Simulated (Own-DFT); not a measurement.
Simulation results for Hf32O63 (monoclinic hafnia with one vacancy, atoms displaced)

A calculation, not a measurement: plane-wave density functional theory by an unreviewed code, no spin, of a simulated periodic cell, stress positive in tension, run twice, with PBE and with PBEsol, both on files made for PBE, so the change isn't that of files made for PBEsol, defect cell not probed for a lower state with spin; hafnium file: forces about 75 meV/angstrom off all-electron values; oxygen file: force components 24 meV/angstrom off all-electron in one glass; forces on such cells passed a denser k mesh, this cell's mesh not checked; the far tail of each file's local potential was reset to the Coulomb form; each entry is a single point on an unrelaxed cell, so the pressure reflects the starting lattice, mostly measured values (interpolated for alloys), from which strain is counted, and rises with the displacements; printed positions are rounded, which can move forces by about a meV/angstrom; the program, named Own-DFT, is a retired in-house code; no spin-orbit coupling; stress was not checked against mesh or cutoff. Program: Own-DFT development build.

```yaml
- formula: Hf32O63
  kind: "monoclinic hafnia with one vacancy, atoms displaced"
  structure:
    cell_angstrom: [[10.234, 0.0, 0.0], [0.0, 10.35, 0.0], [-1.6955, 0.0, 10.4453]]
    atoms_fractional:
      - [Hf, 0.13245, 0.02184, 0.10293]
      - [Hf, 0.35544, 0.27319, 0.14736]
      - [Hf, 0.36117, 0.47766, 0.40142]
      - [Hf, 0.13858, 0.23256, 0.35152]
      - [O, 0.03984, 0.16696, 0.17292]
      - [O, 0.46248, 0.41389, 0.07505]
      - [O, 0.4645, 0.33609, 0.3266]
      - [O, 0.03806, 0.08539, 0.42483]
      - [O, 0.22446, 0.38038, 0.23839]
      - [O, 0.27702, 0.1285, 0.0079]
      - [O, 0.27217, 0.12459, 0.25725]
      - [O, 0.22827, 0.37448, 0.49315]
      - [Hf, 0.13634, 0.01606, 0.59801]
      - [Hf, 0.36497, 0.26929, 0.64761]
      - [Hf, 0.36465, 0.47731, 0.89837]
      - [Hf, 0.13816, 0.23572, 0.85796]
      - [O, 0.03848, 0.16752, 0.66875]
      - [O, 0.46583, 0.41655, 0.57789]
      - [O, 0.46871, 0.33376, 0.82769]
      - [O, 0.03861, 0.08615, 0.92442]
      - [O, 0.22332, 0.37871, 0.7447]
      - [O, 0.27407, 0.12308, 0.5092]
      - [O, 0.27695, 0.11916, 0.7619]
      - [O, 0.22523, 0.36792, 0.98282]
      - [Hf, 0.13935, 0.52265, 0.10944]
      - [Hf, 0.35719, 0.77103, 0.14216]
      - [Hf, 0.36337, 0.97791, 0.39248]
      - [Hf, 0.13386, 0.73298, 0.35576]
      - [O, 0.0373, 0.66416, 0.17396]
      - [O, 0.4674, 0.91471, 0.07963]
      - [O, 0.46651, 0.8324, 0.3289]
      - [O, 0.03242, 0.58877, 0.42541]
      - [O, 0.22793, 0.8766, 0.24024]
      - [O, 0.26745, 0.62843, 0.01067]
      - [O, 0.27387, 0.62227, 0.25801]
      - [O, 0.22597, 0.86825, 0.48784]
      - [Hf, 0.14108, 0.5234, 0.60387]
      - [Hf, 0.35621, 0.77121, 0.64496]
      - [Hf, 0.36119, 0.97724, 0.89382]
      - [Hf, 0.14823, 0.7288, 0.85761]
      - [O, 0.03806, 0.66721, 0.67481]
      - [O, 0.45859, 0.91403, 0.57604]
      - [O, 0.46179, 0.83746, 0.81941]
      - [O, 0.03861, 0.58751, 0.92638]
      - [O, 0.22446, 0.8749, 0.74136]
      - [O, 0.2745, 0.62543, 0.51109]
      - [O, 0.27685, 0.62035, 0.7627]
      - [O, 0.22594, 0.87004, 0.99047]
      - [Hf, 0.63862, 0.01785, 0.10414]
      - [Hf, 0.86462, 0.27685, 0.14929]
      - [Hf, 0.86552, 0.47982, 0.40002]
      - [Hf, 0.63953, 0.23125, 0.35246]
      - [O, 0.53839, 0.16886, 0.1709]
      - [O, 0.96481, 0.41721, 0.0709]
      - [O, 0.96867, 0.33761, 0.32445]
      - [O, 0.54032, 0.0844, 0.42742]
      - [O, 0.72856, 0.37581, 0.24111]
      - [O, 0.76766, 0.12871, 0.01008]
      - [O, 0.77421, 0.12007, 0.25705]
      - [O, 0.72134, 0.37121, 0.48983]
      - [Hf, 0.63532, 0.01927, 0.60173]
      - [Hf, 0.85976, 0.26522, 0.64573]
      - [Hf, 0.86657, 0.47386, 0.892]
      - [Hf, 0.63485, 0.23566, 0.8575]
      - [O, 0.5364, 0.16447, 0.67291]
      - [O, 0.95612, 0.41179, 0.57528]
      - [O, 0.96222, 0.33461, 0.82349]
      - [O, 0.53702, 0.0771, 0.92594]
      - [O, 0.72856, 0.37465, 0.74071]
      - [O, 0.77672, 0.13226, 0.50811]
      - [O, 0.72429, 0.37144, 0.9926]
      - [Hf, 0.643, 0.5155, 0.10286]
      - [Hf, 0.86089, 0.77105, 0.14608]
      - [Hf, 0.86189, 0.97956, 0.39965]
      - [Hf, 0.641, 0.7298, 0.35552]
      - [O, 0.53796, 0.66238, 0.17213]
      - [O, 0.96208, 0.91555, 0.07652]
      - [O, 0.96233, 0.82844, 0.33011]
      - [O, 0.53769, 0.58794, 0.42082]
      - [O, 0.7288, 0.87784, 0.2367]
      - [O, 0.77398, 0.62386, 0.01533]
      - [O, 0.77428, 0.62441, 0.25711]
      - [O, 0.71971, 0.87198, 0.48733]
      - [Hf, 0.63916, 0.52044, 0.60705]
      - [Hf, 0.86607, 0.76876, 0.6488]
      - [Hf, 0.86909, 0.97957, 0.89471]
      - [Hf, 0.64068, 0.72863, 0.85745]
      - [O, 0.53622, 0.66485, 0.67056]
      - [O, 0.95951, 0.91789, 0.57378]
      - [O, 0.96072, 0.83524, 0.82832]
      - [O, 0.53529, 0.57937, 0.92373]
      - [O, 0.72268, 0.87927, 0.7389]
      - [O, 0.7813, 0.63153, 0.50824]
      - [O, 0.77502, 0.61925, 0.75987]
      - [O, 0.72644, 0.87352, 0.98904]
  settings:
    functional: "PBE, then PBEsol"
    potential_files: "PseudoDojo norm-conserving, scalar-relativistic, standard set"
    "wave_cutoff [hartree]": 72.0
    occupations: Fermi-Dirac
    "smearing_width [eV]": 0.1
    k_mesh: "2 x 2 x 2 centred on Gamma"
  results:
    "PBE_pressure [GPa]": 4.44
    "PBE_stress_xx [GPa]": -4.82
    "PBE_stress_yy [GPa]": -4.04
    "PBE_stress_zz [GPa]": -4.46
    "PBE_stress_yz [GPa]": -0.37
    "PBE_stress_xz [GPa]": -0.14
    "PBE_stress_xy [GPa]": 0.08
    "PBEsol_pressure [GPa]": -1.95
    "PBEsol_stress_xx [GPa]": 1.6
    "PBEsol_stress_yy [GPa]": 2.29
    "PBEsol_stress_zz [GPa]": 1.95
    "PBEsol_stress_yz [GPa]": -0.34
    "PBEsol_stress_xz [GPa]": 0.19
    "PBEsol_stress_xy [GPa]": 0.09
    force_element: [Hf, Hf, Hf, Hf, O, O, O, O, O, O, O, O, Hf, Hf, Hf, Hf, O, O, O, O, O, O, O, O, Hf, Hf, Hf, Hf, O, O, O, O, O, O, O, O, Hf, Hf, Hf, Hf, O, O, O, O, O, O, O, O, Hf, Hf, Hf, Hf, O, O, O, O, O, O, O, O, Hf, Hf, Hf, Hf, O, O, O, O, O, O, O, Hf, Hf, Hf, Hf, O, O, O, O, O, O, O, O, Hf, Hf, Hf, Hf, O, O, O, O, O, O, O, O]
    "PBE_force_x [eV/angstrom]": [1.237, 1.892, 1.414, 0.225, -1.082, 0.114, -0.133, -0.629, -0.446, -0.33, 0.433, -0.631, 0.247, -0.423, -0.101, 0.599, -0.32, 0.119, -1.058, -0.561, 0.342, 0.452, -0.034, -0.319, -0.345, 1.741, 0.552, 0.886, -0.721, -0.693, -0.174, 0.221, -0.704, 1.309, 0.186, -0.633, -0.919, 1.607, 0.68, -1.739, 0.058, 0.524, 0.882, -0.782, -0.636, -0.03, 0.207, -0.274, -0.088, -0.549, -1.16, -0.422, -0.924, 0.251, 0.298, -0.943, -0.075, 1.355, 0.616, -0.101, 0.079, 0.159, -0.427, 1.085, -0.192, 1.662, 0.977, -0.349, -0.766, 0.129, 0.387, -1.22, -0.439, -0.568, -0.4, -0.793, 0.847, 0.056, -0.716, -0.216, 0.563, 0.581, 0.458, 0.221, -0.915, -2.098, -0.577, -0.49, 0.558, 1.428, 0.252, 0.251, -0.194, 0.218, -0.017]
    "PBE_force_y [eV/angstrom]": [-0.241, -1.123, 1.105, -0.86, 0.659, 0.043, -0.091, -0.189, -0.069, 0.109, -0.472, -0.76, 1.324, -0.739, 0.058, -1.618, -0.141, -0.13, 0.536, -0.18, 0.268, 0.908, 0.236, 0.869, 0.39, -0.486, 0.138, -0.772, 0.549, -0.469, 0.24, -0.477, 0.643, -0.051, -0.32, 0.142, -0.84, -0.284, 1.138, -0.204, -0.109, 0.456, -0.909, -0.369, 0.313, 0.346, -0.084, 0.086, 0.834, -1.574, 0.369, -0.428, 0.324, -0.416, 0.074, -0.012, 0.539, 0.733, 0.071, 0.196, -0.342, -0.291, 1.556, -2.631, 0.35, 1.038, -0.69, 0.687, 0.231, -0.599, 0.046, 1.129, -0.776, 0.308, -0.326, 0.384, 0.474, 0.66, -0.994, 0.119, 0.734, -0.881, 0.243, 0.32, 0.255, 0.608, 0.287, 0.324, -0.32, -0.917, 0.657, 0.171, -0.269, 0.037, -0.863]
    "PBE_force_z [eV/angstrom]": [0.129, -0.667, -1.145, 0.909, -0.002, 0.243, 0.136, -0.82, 0.445, 0.639, 0.483, -0.288, 1.337, 0.082, -0.188, -1.52, 0.266, 0.305, -0.391, -0.108, -0.898, 0.053, -0.306, 1.613, -0.974, 1.197, 0.296, -0.672, 0.144, -0.232, -0.319, 0.323, -0.265, 0.091, 0.775, 0.067, 0.607, 0.03, 0.58, -0.206, -0.083, -0.099, 0.684, -0.61, -0.581, 0.133, -0.162, -0.097, -0.054, -1.068, -0.368, -0.286, 0.283, 0.673, 0.153, -0.983, 0.097, -0.182, 0.823, -0.145, 0.772, -0.332, 0.704, 0.312, 0.16, 0.206, 0.273, -1.013, 0.033, 0.386, -0.374, 0.95, -0.25, -1.313, -0.941, -0.321, 0.302, 0.05, 0.79, 0.529, -0.833, 0.659, 0.262, -0.926, -0.295, -0.147, -0.561, 0.436, 0.631, -0.176, -0.47, 0.031, 0.565, 0.342, -0.316]
    "PBEsol_force_x [eV/angstrom]": [1.202, 1.841, 1.374, 0.225, -1.034, 0.093, -0.146, -0.603, -0.375, -0.394, 0.352, -0.541, 0.246, -0.396, -0.094, 0.62, -0.32, 0.104, -1.033, -0.542, 0.388, 0.375, -0.083, -0.246, -0.331, 1.68, 0.53, 0.859, -0.683, -0.688, -0.183, 0.221, -0.614, 1.201, 0.112, -0.56, -0.868, 1.562, 0.665, -1.666, 0.064, 0.498, 0.834, -0.741, -0.544, -0.1, 0.125, -0.196, -0.077, -0.551, -1.131, -0.402, -0.882, 0.224, 0.28, -0.902, -0.006, 1.238, 0.527, -0.034, 0.002, 0.228, -0.414, 0.961, -0.202, 1.585, 0.942, -0.335, -0.683, 0.071, 0.431, -1.173, -0.458, -0.561, -0.389, -0.751, 0.82, 0.057, -0.681, -0.141, 0.473, 0.505, 0.506, 0.211, -0.893, -1.989, -0.548, -0.458, 0.539, 1.358, 0.254, 0.306, -0.242, 0.147, 0.045]
    "PBEsol_force_y [eV/angstrom]": [-0.167, -1.057, 1.027, -0.896, 0.655, 0.054, -0.101, -0.207, -0.083, 0.113, -0.442, -0.719, 1.359, -0.675, -0.002, -1.61, -0.125, -0.112, 0.505, -0.204, 0.253, 0.87, 0.233, 0.836, 0.461, -0.424, 0.073, -0.8, 0.543, -0.444, 0.232, -0.48, 0.614, -0.037, -0.309, 0.143, -0.756, -0.217, 1.074, -0.257, -0.092, 0.458, -0.898, -0.381, 0.281, 0.323, -0.064, 0.067, 0.873, -1.48, 0.322, -0.465, 0.326, -0.389, 0.046, -0.037, 0.511, 0.712, 0.078, 0.188, -0.348, -0.126, 1.466, -2.539, 0.357, 1.016, -0.675, 0.654, 0.223, -0.584, 0.053, 1.167, -0.719, 0.251, -0.373, 0.387, 0.487, 0.62, -0.974, 0.106, 0.715, -0.841, 0.25, 0.365, 0.287, 0.411, 0.234, 0.316, -0.298, -0.884, 0.616, 0.151, -0.269, 0.039, -0.839]
    "PBEsol_force_z [eV/angstrom]": [0.096, -0.635, -1.085, 0.843, 0.054, 0.176, 0.088, -0.736, 0.431, 0.622, 0.466, -0.284, 1.26, 0.115, -0.159, -1.498, 0.296, 0.245, -0.424, -0.04, -0.859, 0.049, -0.288, 1.561, -0.977, 1.193, 0.329, -0.68, 0.186, -0.276, -0.351, 0.362, -0.257, 0.087, 0.737, 0.068, 0.569, 0.057, 0.583, -0.212, -0.042, -0.144, 0.62, -0.548, -0.561, 0.144, -0.158, -0.102, -0.087, -1.01, -0.316, -0.308, 0.336, 0.612, 0.093, -0.898, 0.084, -0.17, 0.805, -0.141, 0.624, -0.394, 0.72, 0.347, 0.182, 0.145, 0.229, -0.93, 0.039, 0.38, -0.364, 0.895, -0.21, -1.25, -0.939, -0.264, 0.23, -0.002, 0.823, 0.509, -0.8, 0.636, 0.246, -0.928, -0.267, 0.0, -0.581, 0.472, 0.551, -0.22, -0.405, 0.029, 0.55, 0.33, -0.304]
    "rms_change_of_force_components_from_PBE_to_PBEsol [eV/angstrom]": 0.049
```
